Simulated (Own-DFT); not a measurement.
## Calculated data, Al₃GaN₄ (wurtzite random alloy, strained, atoms displaced)

All values are calculated (Own-DFT development build). A calculation, not a measurement: plane-wave PBE density functional theory by an unreviewed code, no spin, of a simulated periodic cell, stress positive in tension, free energy of the whole cell less one offset for each atom, forces on such cells passed a denser k mesh, this cell's mesh not checked; offsets are fitted by least squares, one for each functional and potential file, so energies compare only between cells with the same atoms and settings and are not formation energies; the far tail of each file's local potential was reset to the Coulomb form; each entry is a single point on an unrelaxed cell, so the pressure reflects the starting lattice, mostly measured values, from which strain is counted, and rises with the displacements; printed positions are rounded, which can move forces by about a meV/angstrom; the program is a retired in-house code; no spin-orbit coupling.

Entry: Al₃GaN₄ (wurtzite random alloy, strained, atoms displaced)

```cif
# cell vector a (Å): 9.4172 0.0000 0.0000
# cell vector b (Å): -4.7086 8.1556 0.0000
# cell vector c (Å): 0.0000 0.0000 10.0655
data_Al3GaN4
_symmetry_space_group_name_H-M 'P 1'
_symmetry_Int_Tables_number 1
_cell_length_a 9.4172
_cell_length_b 9.4173
_cell_length_c 10.0655
_cell_angle_alpha 90.000
_cell_angle_beta 90.000
_cell_angle_gamma 120.000
_cell_volume 773.06
loop_
_atom_site_label
_atom_site_type_symbol
_atom_site_fract_x
_atom_site_fract_y
_atom_site_fract_z
_atom_site_occupancy
Al1 Al 0.11080 0.21553 0.00185 1
Al2 Al 0.22664 0.10206 0.23923 1
N1 N 0.11246 0.21753 0.18749 1
N2 N 0.22354 0.11778 0.43884 1
Al3 Al 0.10943 0.22517 0.50673 1
Al4 Al 0.21992 0.10715 0.75565 1
N3 N 0.10981 0.22074 0.68733 1
N4 N 0.21485 0.10210 0.94583 1
Ga1 Ga 0.11152 0.55437 0.99963 1
Al5 Al 0.22526 0.44892 0.24092 1
N5 N 0.10729 0.54840 0.18445 1
N6 N 0.22002 0.44367 0.43628 1
Ga2 Ga 0.10294 0.54770 0.48951 1
Al6 Al 0.22327 0.44742 0.75082 1
N7 N 0.11261 0.56721 0.69706 1
N8 N 0.22469 0.44681 0.94201 1
Al7 Al 0.11771 0.89865 0.00735 1
Al8 Al 0.21965 0.77566 0.25520 1
N9 N 0.11014 0.88509 0.18356 1
N10 N 0.22070 0.77478 0.43876 1
Al9 Al 0.11935 0.89030 0.50204 1
Al10 Al 0.22000 0.76225 0.74649 1
N11 N 0.11246 0.88817 0.68805 1
N12 N 0.22066 0.77686 0.93692 1
Al11 Al 0.43544 0.21526 0.99475 1
Al12 Al 0.55594 0.11297 0.25755 1
N13 N 0.43954 0.21746 0.18342 1
N14 N 0.54791 0.10677 0.44619 1
Ga3 Ga 0.44445 0.22094 0.50105 1
Al13 Al 0.56057 0.11301 0.75409 1
N15 N 0.45312 0.23303 0.69031 1
N16 N 0.55106 0.11515 0.93917 1
Al14 Al 0.44437 0.54919 0.00166 1
Al15 Al 0.56367 0.44756 0.25388 1
N17 N 0.45235 0.56067 0.18040 1
N18 N 0.56704 0.45651 0.43389 1
Al16 Al 0.43946 0.55689 0.48954 1
Ga4 Ga 0.55870 0.43872 0.75992 1
N19 N 0.45155 0.56000 0.68369 1
N20 N 0.55502 0.43677 0.93701 1
Al17 Al 0.44557 0.88547 0.99701 1
Al18 Al 0.56991 0.79010 0.24725 1
N21 N 0.44076 0.88988 0.19879 1
N22 N 0.55300 0.77810 0.43365 1
Al19 Al 0.44716 0.89594 0.50182 1
Ga5 Ga 0.55986 0.78330 0.74658 1
N23 N 0.43480 0.89194 0.69054 1
N24 N 0.55506 0.78501 0.94173 1
Al20 Al 0.78346 0.22109 0.00496 1
Al21 Al 0.88080 0.11428 0.25556 1
N25 N 0.79083 0.22230 0.17990 1
N26 N 0.88261 0.11287 0.43308 1
Al22 Al 0.77285 0.21959 0.49878 1
Ga6 Ga 0.88184 0.09933 0.75328 1
N27 N 0.78165 0.22459 0.69648 1
N28 N 0.89133 0.10718 0.94621 1
Al23 Al 0.78005 0.55845 0.99925 1
Ga7 Ga 0.89074 0.44111 0.25249 1
N29 N 0.77908 0.56431 0.19772 1
N30 N 0.89543 0.45574 0.45238 1
Ga8 Ga 0.78210 0.55730 0.49695 1
Al24 Al 0.88716 0.45019 0.74104 1
N31 N 0.77507 0.55313 0.69150 1
N32 N 0.88554 0.43114 0.93140 1
Al25 Al 0.76625 0.88085 0.00328 1
Ga9 Ga 0.87420 0.77791 0.25112 1
N33 N 0.78300 0.88294 0.19513 1
N34 N 0.88471 0.78111 0.44428 1
Al26 Al 0.77540 0.88019 0.50215 1
Al27 Al 0.89739 0.78291 0.74158 1
N35 N 0.79024 0.88180 0.69163 1
N36 N 0.89298 0.77297 0.93516 1
```

* functional: PBE
* potential files: PseudoDojo norm-conserving, scalar-relativistic, standard set
* wave cutoff: 42 hartree
* occupations: Fermi-Dirac
* smearing width: 0.1 eV
* k mesh: 4 x 4 x 3 centred on Gamma
* free energy of cell above offsets: -15.855 eV
* pressure: 6.04 GPa
* stress xx: -5.46 GPa
* stress yy: -4.99 GPa
* stress zz: -7.68 GPa
* stress yz: -0.32 GPa
* stress xz: -0.22 GPa
* stress xy: 0.94 GPa

Force:
```csv
element,x (eV/Å),y (eV/Å),z (eV/Å)
Al,-0.791,0.921,0.135
Al,-1.92,0.957,1.698
N,-0.378,0.286,0.682
N,-0.385,-1.291,-0.536
Al,0.339,-0.563,-2.074
Al,0.387,0.24,-1.14
N,0.616,0.563,1.382
N,0.227,1.951,-1.497
Ga,-1.074,0.121,-1.346
Al,0.893,-1.283,0.24
N,0.574,1.443,2.238
N,0.653,-0.608,-0.675
Ga,3.124,2.265,2.469
Al,0.162,0.114,-0.268
N,0.652,-5.08,-1.994
N,1.422,-1.411,-0.728
Al,-0.104,-3.559,-2.085
Al,-0.098,-0.145,-1.425
N,0.432,-0.277,2.211
N,0.114,1.122,0.248
Al,-1.338,0.493,-0.538
Al,-1.215,4.898,1.925
N,0.936,0.41,0.134
N,0.403,1.119,0.301
Al,0.96,0.642,0.696
Al,-0.359,-0.3,-1.749
N,1.63,1.079,0.908
N,1.953,1.06,-1.4
Ga,-1.376,1.605,0.216
Al,-0.833,0.252,-0.35
N,-0.429,-3.312,0.682
N,1.427,-1.046,0.588
Al,-0.074,0.56,-1.464
Al,-1.409,-0.721,-1.654
N,-0.11,0.066,2.224
N,-1.692,-1.322,0.425
Al,1.048,0.069,1.089
Ga,-0.805,2.006,-2.66
N,-1.31,-0.77,-0.044
N,-0.611,0.723,3.581
Al,-2.121,1.067,0.784
Al,-1.992,-1.671,0.139
N,1.094,0.266,-1.061
N,0.211,0.678,1.027
Al,-0.039,-2.256,-0.118
Ga,-0.168,-0.673,0.013
N,1.464,0.644,-0.565
N,0.901,-1.566,0.166
Al,-0.892,-0.05,-3.092
Al,3.365,-0.759,-1.663
N,-2.74,-0.457,2.895
N,0.236,-0.258,2.379
Al,0.365,0.383,1.369
Ga,0.429,1.452,0.334
N,-0.726,-0.476,-1.843
N,-0.528,-0.722,0.3
Al,0.901,-0.84,-0.219
Ga,-0.751,0.763,-0.264
N,0.784,-2.589,-1.972
N,-1.549,-4.44,-2.293
Ga,-1.651,1.081,1.495
Al,1.012,-0.649,1.514
N,0.724,1.332,-0.315
N,-1.099,1.127,0.922
Al,2.353,0.728,-0.517
Ga,5.108,-0.578,1.849
N,-4.704,3.847,-2.464
N,1.963,0.759,-0.055
Al,-1.14,1.158,-0.191
Al,1.262,-2.258,1.86
N,-2.714,0.798,-1.527
N,-0.999,0.881,0.665
```
